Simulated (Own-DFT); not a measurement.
## Calculated data, Al16O23 (corundum with two vacancies, atoms displaced)

A calculation, not a measurement: plane-wave PBE density functional theory by an unreviewed code, no spin, of a simulated periodic cell, stress positive in tension, free energy of the whole cell less one offset for each atom, defect cell not probed for a lower state with spin; oxygen file: force components 24 meV/angstrom off all-electron in one glass; forces on such cells passed a denser k mesh, this cell's mesh not checked; offsets are fitted by least squares, one for each functional and potential file, so energies compare only between cells with the same atoms and settings and are not formation energies; the far tail of each file's local potential was reset to the Coulomb form; each entry is a single point on an unrelaxed cell, so the pressure reflects the starting lattice, mostly measured values, from which strain is counted, and rises with the displacements; printed positions are rounded, which can move forces by about a meV/angstrom; the program is a retired in-house code; no spin-orbit coupling; before rounding, a Quantum ESPRESSO 7.3.1 run of the same cell and cutoff gave forces within 1 meV/angstrom rms on each cell, which checks the program and not the settings. Program: Own-DFT development build.

Settings shared by all entries: functional PBE; potential files PseudoDojo norm-conserving, scalar-relativistic, standard set; wave cutoff 72 hartree; occupations Fermi-Dirac; smearing width 0.1 eV; k mesh 3 x 3 x 3 centred on Gamma.

(1) Al16O23 (corundum with two vacancies, atoms displaced)

```
cell vectors (Å)
   5.4940     0.0000     8.6604
  -2.7470     4.7579     8.6604
  -2.7470    -4.7579     8.6604
atoms (fractions of the cell vectors)
Al  0.17065  0.16708  0.19716
Al  0.30972  0.32973  0.33908
Al  0.42261  0.43320  0.42339
Al  0.07403  0.06817  0.07137
O   0.26811  0.45900  0.13482
O   0.47704  0.14013  0.27500
O   0.11328  0.27840  0.48923
O   0.21820  0.02459  0.37592
O   0.01368  0.38552  0.21832
O   0.38729  0.21236  0.02953
Al  0.19610  0.16918  0.66077
Al  0.32780  0.32490  0.83277
Al  0.43285  0.41432  0.93653
Al  0.07260  0.08036  0.57402
O   0.26292  0.47586  0.62985
O   0.46745  0.13682  0.77162
O   0.10257  0.26751  0.97884
O   0.23016  0.01884  0.88490
O   0.02610  0.36050  0.73636
O   0.37591  0.22436  0.54002
Al  0.16859  0.66622  0.17955
Al  0.33057  0.82394  0.31285
Al  0.43788  0.91592  0.41856
Al  0.07023  0.56632  0.08476
O   0.26700  0.96697  0.12685
O   0.46813  0.64088  0.26084
O   0.14058  0.77433  0.47046
O   0.20884  0.52767  0.37187
O   0.02300  0.87226  0.23403
O   0.36838  0.72143  0.02494
Al  0.19858  0.66122  0.67423
Al  0.31995  0.83112  0.82007
Al  0.42042  0.91061  0.94964
Al  0.08305  0.57886  0.57070
O   0.27939  0.98661  0.60657
O   0.45616  0.62807  0.79518
O   0.14863  0.78629  0.94920
O   0.23534  0.55583  0.84846
O   0.02370  0.87538  0.72098
O   0.38154  0.72063  0.52107
Al  0.66304  0.19368  0.17227
Al  0.82502  0.31010  0.35203
Al  0.93366  0.41141  0.42249
Al  0.58878  0.07045  0.06721
O   0.77115  0.47106  0.14274
O   0.96472  0.14645  0.27207
O   0.63307  0.27888  0.47609
O   0.72083  0.02481  0.37313
O   0.53210  0.36214  0.22903
O   0.89151  0.21684  0.02283
Al  0.68755  0.16707  0.67290
Al  0.82067  0.33023  0.81068
Al  0.92733  0.41722  0.92515
Al  0.57622  0.07452  0.57737
O   0.76560  0.48428  0.62006
O   0.98158  0.11994  0.77609
O   0.71837  0.03651  0.88050
O   0.52766  0.37535  0.72067
O   0.86533  0.22055  0.54550
Al  0.66915  0.67861  0.18167
Al  0.81907  0.82876  0.30723
Al  0.92661  0.92694  0.43523
Al  0.57136  0.57899  0.06559
O   0.97117  0.62882  0.27392
O   0.63784  0.76268  0.46568
O   0.72664  0.51864  0.37542
O   0.52404  0.88882  0.22031
O   0.84847  0.73952  0.03296
Al  0.67609  0.67297  0.67793
Al  0.81818  0.82805  0.83158
Al  0.91489  0.93887  0.92342
Al  0.57297  0.55731  0.58386
O   0.77198  0.98237  0.61641
O   0.96487  0.61908  0.78355
O   0.61586  0.77046  0.98707
O   0.71274  0.53098  0.87292
O   0.52792  0.88423  0.72628
O   0.88497  0.70714  0.52460
```

It finds free energy of cell above offsets -42.048 eV; pressure 11.77 GPa; stress xx -11.48 GPa; stress yy -12.44 GPa; stress zz -11.39 GPa; stress yz -0.18 GPa; stress xz -0.75 GPa; stress xy 0.04 GPa.

Force:
| element | x (eV/Å) | y (eV/Å) | z (eV/Å) |
| --- | --- | --- | --- |
| Al | 0.317 | 3.394 | -2.721 |
| Al | 2.39 | 0.322 | -0.742 |
| Al | 1.321 | -0.606 | 0.692 |
| Al | -0.184 | -0.643 | 0.228 |
| O | -0.054 | 0.176 | 0.341 |
| O | -0.741 | -1.7 | -2.577 |
| O | 1.02 | 2.064 | -1.023 |
| O | -0.393 | -0.869 | 1.662 |
| O | 1.944 | -1.992 | 0.918 |
| O | -2.083 | 0.583 | -0.883 |
| Al | -3.831 | -2.804 | 2.164 |
| Al | -0.103 | -0.437 | -2.625 |
| Al | 0.312 | 1.005 | 1.223 |
| Al | 0.901 | -2.565 | -0.5 |
| O | 2.629 | -0.43 | 1.052 |
| O | 0.417 | -1.619 | 0.925 |
| O | 4.003 | 1.002 | 5.877 |
| O | 0.636 | 2.026 | -1.936 |
| O | 1.096 | 2.693 | -0.79 |
| O | 0.224 | 1.938 | -0.846 |
| Al | 0.042 | 3.07 | 1.574 |
| Al | -1.719 | -0.115 | 0.306 |
| Al | -0.863 | 0.057 | 1.682 |
| Al | 0.059 | 3.386 | -0.327 |
| O | -0.653 | -0.994 | 2.878 |
| O | -0.618 | -3.017 | -0.514 |
| O | -1.571 | 0.141 | -1.194 |
| O | 0.893 | -1.173 | 2.201 |
| O | 0.874 | 0.64 | -0.647 |
| O | 0.725 | -2.019 | 1.203 |
| Al | -2.952 | 4.664 | -2.466 |
| Al | 2.64 | 1.458 | 2.628 |
| Al | 0.53 | 3.397 | -1.734 |
| Al | -2.53 | -0.952 | -2.11 |
| O | 1.379 | -1.417 | 0.17 |
| O | 2.746 | 0.89 | -0.486 |
| O | -6.22 | -3.778 | -3.832 |
| O | -0.859 | -7.218 | 1.137 |
| O | -0.242 | 0.331 | 0.152 |
| O | 0.941 | 0.07 | 0.383 |
| Al | 4.481 | -1.578 | -0.239 |
| Al | -0.305 | 4.675 | -3.068 |
| Al | -3.118 | 1.809 | 2.313 |
| Al | -2.255 | -0.583 | 2.138 |
| O | 0.546 | 1.202 | -1.676 |
| O | 1.032 | -3.895 | -0.456 |
| O | -2.095 | 0.007 | -1.793 |
| O | -0.446 | 0.116 | 0.436 |
| O | -3.917 | 3.016 | 2.734 |
| O | -4.303 | -0.716 | -3.522 |
| Al | -4.076 | -0.809 | -1.047 |
| Al | 0.556 | -1.586 | 1.228 |
| Al | -1.93 | 0.376 | 0.282 |
| Al | -0.281 | 0.444 | -0.723 |
| O | 1.883 | -1.797 | -0.268 |
| O | -0.916 | 0.202 | -0.57 |
| O | 1.773 | 1.782 | -2.497 |
| O | 0.045 | -1.724 | -0.484 |
| O | 2.61 | 1.091 | 1.446 |
| Al | 1.138 | -1.442 | -1.079 |
| Al | -0.466 | 0.345 | 2.314 |
| Al | 1.663 | 1.193 | -2.471 |
| Al | 0.563 | -1.505 | 0.24 |
| O | 0.8 | -0.454 | -1.64 |
| O | -2.128 | 0.932 | -0.128 |
| O | -1.507 | -0.207 | 1.204 |
| O | 0.812 | -0.699 | -1.392 |
| O | 2.727 | -0.459 | 1.819 |
| Al | -0.255 | 1.801 | 0.298 |
| Al | 1.675 | -0.82 | -1.654 |
| Al | 1.742 | -1.439 | 1.573 |
| Al | 0.138 | 2.735 | 1.506 |
| O | 0.471 | -2.41 | 1.93 |
| O | -0.53 | 0.968 | 1.14 |
| O | 0.934 | 2.543 | 0.826 |
| O | 0.486 | -1.172 | 0.533 |
| O | 1.136 | -1.002 | -1.803 |
| O | -1.107 | 0.1 | 1.107 |

(2) Al16O23 (corundum with two vacancies, atoms displaced)

```
cell vectors (Å)
   5.4940     0.0000     8.6604
  -2.7470     4.7579     8.6604
  -2.7470    -4.7579     8.6604
atoms (fractions of the cell vectors)
Al  0.17114  0.18288  0.17029
Al  0.33145  0.32561  0.31540
Al  0.40359  0.43417  0.43949
Al  0.08156  0.06456  0.08734
O   0.27314  0.48149  0.12583
O   0.47990  0.13386  0.26232
O   0.12295  0.28862  0.46679
O   0.22888  0.02835  0.36719
O   0.02616  0.35599  0.23833
O   0.36440  0.21159  0.03436
Al  0.17851  0.15200  0.68475
Al  0.32736  0.32386  0.83367
Al  0.44258  0.41151  0.91858
Al  0.05281  0.09020  0.57861
O   0.26820  0.48648  0.63274
O   0.46468  0.14498  0.74732
O   0.22463  0.01209  0.89137
O   0.03681  0.34862  0.73803
O   0.37054  0.23277  0.52989
Al  0.16318  0.68313  0.16233
Al  0.33300  0.83126  0.31712
Al  0.41509  0.91210  0.44397
Al  0.08259  0.56729  0.07583
O   0.25818  0.98608  0.13003
O   0.44451  0.65180  0.27380
O   0.12309  0.79370  0.46617
O   0.22423  0.54332  0.35828
O   0.01856  0.88063  0.23304
O   0.38974  0.72059  0.01761
Al  0.19057  0.66312  0.67266
Al  0.31506  0.81712  0.83248
Al  0.42530  0.92060  0.92140
Al  0.06865  0.57990  0.56042
O   0.27200  0.97268  0.61641
O   0.46060  0.62175  0.79172
O   0.13638  0.77374  0.95825
O   0.22994  0.51763  0.88044
O   0.04093  0.86272  0.72934
O   0.35567  0.72678  0.54331
Al  0.68529  0.16937  0.18442
Al  0.82203  0.31115  0.32029
Al  0.93339  0.43344  0.42121
Al  0.56285  0.08184  0.08074
O   0.78496  0.44840  0.12483
O   0.97823  0.13282  0.26634
O   0.61814  0.27117  0.48339
O   0.72933  0.01895  0.38353
O   0.50631  0.36981  0.24434
Al  0.66621  0.17497  0.68377
Al  0.83315  0.31593  0.82504
Al  0.92402  0.42284  0.92192
Al  0.58246  0.08445  0.55222
O   0.79100  0.46954  0.62272
O   0.96218  0.12886  0.77820
O   0.62080  0.27689  0.96989
O   0.71948  0.03146  0.88661
O   0.50920  0.40220  0.73549
O   0.88362  0.22872  0.52896
Al  0.68699  0.68160  0.16730
Al  0.81667  0.82119  0.34161
Al  0.92946  0.92053  0.40682
Al  0.57490  0.58204  0.07688
O   0.79075  0.97231  0.12175
O   0.96795  0.61214  0.27760
O   0.62234  0.76625  0.46733
O   0.74361  0.51408  0.36736
O   0.53961  0.87384  0.22879
O   0.86200  0.72859  0.04073
Al  0.66962  0.68872  0.66734
Al  0.83198  0.82272  0.82707
Al  0.91803  0.92419  0.94253
Al  0.57099  0.59258  0.56829
O   0.79791  0.95131  0.62995
O   0.97074  0.61804  0.78339
O   0.64259  0.77791  0.96804
O   0.73270  0.53464  0.86203
O   0.52994  0.88136  0.71360
O   0.86947  0.71262  0.54536
```

The calculation gives: free energy of cell above offsets -39.202 eV; pressure 14.08 GPa; stress xx -14.94 GPa; stress yy -11.97 GPa; stress zz -15.34 GPa; stress yz -0.32 GPa; stress xz 0.23 GPa; stress xy -0.74 GPa.

Force:
| element | x (eV/Å) | y (eV/Å) | z (eV/Å) |
| --- | --- | --- | --- |
| Al | -0.746 | -1.295 | -0.071 |
| Al | -2.083 | -0.975 | -0.94 |
| Al | 1.07 | 0.643 | 0.215 |
| Al | -1.596 | 3.796 | -1.512 |
| O | 1.264 | -0.247 | -1.14 |
| O | -0.702 | -2.464 | 0.442 |
| O | 1.416 | -1.196 | 0.903 |
| O | -0.564 | -0.167 | 0.752 |
| O | 0.601 | 3.203 | 1.046 |
| O | 2.522 | 1.068 | 2.195 |
| Al | -0.551 | 2.236 | 2.121 |
| Al | -1.355 | 0.463 | -2.947 |
| Al | -5.09 | -0.321 | 3.386 |
| Al | 4.329 | -2.244 | -0.206 |
| O | 3.02 | -0.742 | -2.705 |
| O | -0.742 | -3.644 | 2.385 |
| O | -0.164 | 1.321 | -2.054 |
| O | 0.083 | 1.73 | 0.084 |
| O | -0.305 | -1.306 | -2.052 |
| Al | 1.041 | -1.613 | 2.948 |
| Al | -3.537 | 0.77 | -0.036 |
| Al | 0.052 | 3.773 | -0.931 |
| Al | 0.158 | -0.608 | -2.9 |
| O | 4.427 | -0.926 | 0.589 |
| O | 4.218 | -2.081 | -0.603 |
| O | 0.212 | -0.799 | -1.532 |
| O | -2.114 | -0.831 | -0.115 |
| O | 3.54 | 0.167 | -4.424 |
| O | -1.354 | -0.433 | -0.639 |
| Al | -5.553 | -0.201 | -0.357 |
| Al | 3.03 | 1.592 | 1.374 |
| Al | 0.284 | 1.067 | 1.646 |
| Al | 0.561 | -2.216 | 2.43 |
| O | -1.437 | -1.685 | 3.096 |
| O | 1.338 | 2.282 | 1.153 |
| O | -3.827 | -1.846 | -0.462 |
| O | -2.137 | 0.082 | 0.151 |
| O | -1.67 | 0.326 | -0.053 |
| O | 4.622 | 1.825 | 2.209 |
| Al | 0.212 | 2.802 | -0.687 |
| Al | -1.004 | 0.396 | 3.001 |
| Al | -0.535 | -3.947 | -3.162 |
| Al | 0.955 | -0.488 | -0.045 |
| O | -2.608 | 0.977 | 0.54 |
| O | -1.1 | -2.568 | -1.686 |
| O | 1.516 | 2.824 | 1.266 |
| O | 0.064 | 0.86 | -2.147 |
| O | 3.442 | 2.458 | 2.651 |
| Al | 1.516 | 0.266 | 0.819 |
| Al | -2.092 | 0.791 | 0.267 |
| Al | 1.776 | -0.479 | 0.871 |
| Al | -3.23 | -2.784 | 1.12 |
| O | -1.585 | 0.785 | -0.232 |
| O | 1.669 | -1.623 | 0.231 |
| O | 1.364 | -0.346 | 1.265 |
| O | -0.038 | 1.051 | -1.608 |
| O | 6.035 | 1.001 | -5.443 |
| O | -4.197 | 0.016 | -3.866 |
| Al | -2.216 | -2.605 | -0.612 |
| Al | 1.566 | 1.155 | -2.806 |
| Al | -1.828 | -3.232 | 8.118 |
| Al | 1.117 | -0.968 | -1.313 |
| O | -1.864 | -2.4 | 1.634 |
| O | -0.777 | 4.961 | 4.169 |
| O | -0.152 | 1.896 | 3.855 |
| O | -3.516 | 0.94 | -1.052 |
| O | -0.408 | -0.46 | -1.559 |
| O | 4.095 | 1.034 | 1.906 |
| Al | -0.441 | -4.155 | 0.517 |
| Al | 2.233 | 0.625 | -0.183 |
| Al | 1.977 | 1.893 | -1.775 |
| Al | 1.332 | -4.229 | -3.178 |
| O | -1.81 | 2.507 | -0.491 |
| O | 0.228 | 0.456 | 0.598 |
| O | -2.622 | -0.718 | -1.738 |
| O | -1.443 | -1.121 | -0.438 |
| O | -0.056 | 0.659 | -0.601 |
| O | 0.164 | 3.265 | -1.65 |

(3) Al16O23 (corundum with two vacancies, atoms displaced)

```
cell vectors (Å)
   5.4940     0.0000     8.6604
  -2.7470     4.7579     8.6604
  -2.7470    -4.7579     8.6604
atoms (fractions of the cell vectors)
Al  0.19449  0.17303  0.17106
Al  0.32853  0.35177  0.30940
Al  0.41383  0.43104  0.44009
Al  0.05074  0.06270  0.09975
O   0.26874  0.46640  0.13789
O   0.47776  0.12980  0.26667
O   0.14034  0.28247  0.46439
O   0.02514  0.37702  0.22671
O   0.39336  0.21720  0.04076
Al  0.17316  0.18400  0.66774
Al  0.33303  0.33353  0.79596
Al  0.43231  0.42819  0.92093
Al  0.08753  0.06144  0.57412
O   0.27734  0.47098  0.63510
O   0.47567  0.10885  0.77265
O   0.12271  0.26182  0.98109
O   0.21753  0.04292  0.86803
O   0.02235  0.38580  0.71285
O   0.37285  0.21738  0.53796
Al  0.18623  0.66689  0.17339
Al  0.32640  0.82073  0.32996
Al  0.42330  0.92928  0.43068
Al  0.08532  0.57766  0.07296
O   0.45257  0.64343  0.28531
O   0.15179  0.78012  0.44556
O   0.24514  0.51743  0.36681
O   0.02674  0.87456  0.22701
O   0.38130  0.72716  0.02156
Al  0.17497  0.68720  0.65223
Al  0.32256  0.82094  0.81741
Al  0.42229  0.91813  0.93989
Al  0.06705  0.60372  0.55678
O   0.27117  0.95410  0.63579
O   0.47296  0.62629  0.77708
O   0.13599  0.76687  0.98028
O   0.21699  0.52175  0.86836
O   0.04500  0.85618  0.73367
O   0.36727  0.72396  0.53560
Al  0.68888  0.17442  0.17341
Al  0.83255  0.31533  0.33029
Al  0.93095  0.42717  0.43280
Al  0.58417  0.06015  0.07812
O   0.76978  0.48748  0.13130
O   0.96536  0.10449  0.30050
O   0.62514  0.28336  0.47529
O   0.72521  0.03291  0.36520
O   0.51146  0.39454  0.22207
O   0.88059  0.21831  0.02871
Al  0.66479  0.17404  0.68780
Al  0.82917  0.32041  0.81718
Al  0.93034  0.43331  0.91365
Al  0.56315  0.08043  0.57069
O   0.77722  0.46082  0.62169
O   0.96995  0.13958  0.75639
O   0.63207  0.26680  0.97818
O   0.72557  0.02518  0.87209
O   0.51993  0.38014  0.70694
O   0.88212  0.20214  0.53214
Al  0.66909  0.69516  0.17786
Al  0.81746  0.82758  0.31002
Al  0.91339  0.92264  0.43121
Al  0.56728  0.58259  0.07479
O   0.77185  0.98278  0.12112
O   0.97594  0.63096  0.27681
O   0.63670  0.77834  0.45320
O   0.71563  0.52316  0.39539
O   0.49573  0.88020  0.23635
O   0.86243  0.72404  0.02308
Al  0.65853  0.68031  0.68502
Al  0.81452  0.83088  0.83229
Al  0.90379  0.92382  0.95202
Al  0.57609  0.56336  0.58164
O   0.78516  0.96783  0.63064
O   0.98208  0.62638  0.77048
O   0.63099  0.78072  0.96696
O   0.72226  0.53164  0.87211
O   0.52338  0.88690  0.70951
O   0.87987  0.73059  0.53323
```

Results for Al16O23 (corundum with two vacancies, atoms displaced): free energy of cell above offsets -40.581 eV; pressure 13.32 GPa; stress xx -14.55 GPa; stress yy -12.47 GPa; stress zz -12.95 GPa; stress yz 0.32 GPa; stress xz -1.89 GPa; stress xy 0.89 GPa.

Force:
| element | x (eV/Å) | y (eV/Å) | z (eV/Å) |
| --- | --- | --- | --- |
| Al | -0.439 | -0.646 | -0.747 |
| Al | 2.311 | -5.732 | -3.2 |
| Al | 2.543 | 0.747 | 0.911 |
| Al | 2.967 | 4.259 | 3.566 |
| O | 1.412 | 2.998 | -0.586 |
| O | -0.551 | -1.83 | 1.285 |
| O | -0.744 | 0.226 | -0.582 |
| O | 0.46 | 0.341 | 0.345 |
| O | -0.785 | 1.836 | -2.335 |
| Al | -0.416 | -0.856 | 0.884 |
| Al | -1.876 | -6.831 | 1.406 |
| Al | -0.464 | -2.534 | -1.558 |
| Al | -0.959 | 0.623 | -2.125 |
| O | -0.047 | 5.59 | -4.146 |
| O | -1.466 | 1.193 | 3.157 |
| O | 0.182 | 0.88 | 1.527 |
| O | 0.041 | -1.774 | -1.308 |
| O | 0.144 | 0.352 | 0.353 |
| O | -0.184 | 2.099 | -0.289 |
| Al | -1.246 | 1.13 | 1.888 |
| Al | -0.894 | 3.979 | 1.23 |
| Al | -0.413 | 0.865 | -0.584 |
| Al | 0.093 | -0.651 | -3.951 |
| O | 4.045 | -1.737 | -1.957 |
| O | -5.291 | -3.24 | -3.266 |
| O | -5.921 | 1.706 | 1.591 |
| O | 0.925 | -2.493 | -2.758 |
| O | -0.573 | -0.565 | -1.65 |
| Al | -1.413 | -2.78 | 2.267 |
| Al | -1.629 | 0.633 | 2.608 |
| Al | -1.961 | 1.752 | 0.418 |
| Al | 2.66 | -3.915 | -0.062 |
| O | 0.753 | 1.648 | 1.432 |
| O | 0.564 | -0.559 | -0.695 |
| O | -1.601 | 0.85 | -0.931 |
| O | -0.091 | -1.097 | 2.858 |
| O | -1.875 | 1.009 | -0.177 |
| O | 1.78 | 0.065 | 1.143 |
| Al | -3.038 | 1.717 | -0.665 |
| Al | -0.418 | 0.381 | -0.017 |
| Al | 1.81 | 0.019 | -2.33 |
| Al | -3.423 | 1.191 | -0.203 |
| O | 0.911 | -0.599 | -1.444 |
| O | 0.192 | 2.63 | 0.392 |
| O | -0.642 | -0.153 | -1.673 |
| O | -0.746 | -1.329 | -0.048 |
| O | 3.822 | -0.462 | 0.463 |
| O | -1.312 | 0.88 | -1.071 |
| Al | 2.968 | 1.228 | -1.091 |
| Al | -0.592 | 0.191 | 0.793 |
| Al | 0.054 | -1.183 | 0.91 |
| Al | 1.507 | -0.372 | 1.478 |
| O | -2.209 | -0.693 | 2.521 |
| O | 0.007 | -2.616 | 0.398 |
| O | 0.256 | 2.662 | 0.407 |
| O | -1.452 | -0.88 | 1.495 |
| O | 0.077 | -1.822 | 2.012 |
| O | -0.68 | 0.735 | 0.969 |
| Al | 0.13 | -3.49 | -2.704 |
| Al | 0.593 | -1.075 | 2.918 |
| Al | -0.593 | 0.446 | 2.285 |
| Al | 1.553 | -1.034 | 1.939 |
| O | 0.539 | -2.01 | 0.416 |
| O | -0.27 | -0.403 | -0.548 |
| O | -2.087 | -1.498 | 0.021 |
| O | 1.842 | 2.658 | -1.281 |
| O | 4.154 | 2.227 | 3.799 |
| O | 0.732 | -0.737 | 4.392 |
| Al | 2.219 | 0.985 | 1.817 |
| Al | 3.367 | 1.039 | -1.149 |
| Al | 6.194 | 3.564 | -1.883 |
| Al | -0.689 | 1.791 | -0.796 |
| O | -0.216 | 0.357 | -1.134 |
| O | -0.854 | 0.78 | -0.615 |
| O | -1.873 | -0.702 | -1.091 |
| O | -0.482 | -0.234 | -0.357 |
| O | 0.933 | -1.94 | -1.616 |
| O | -2.328 | 0.216 | -3.668 |
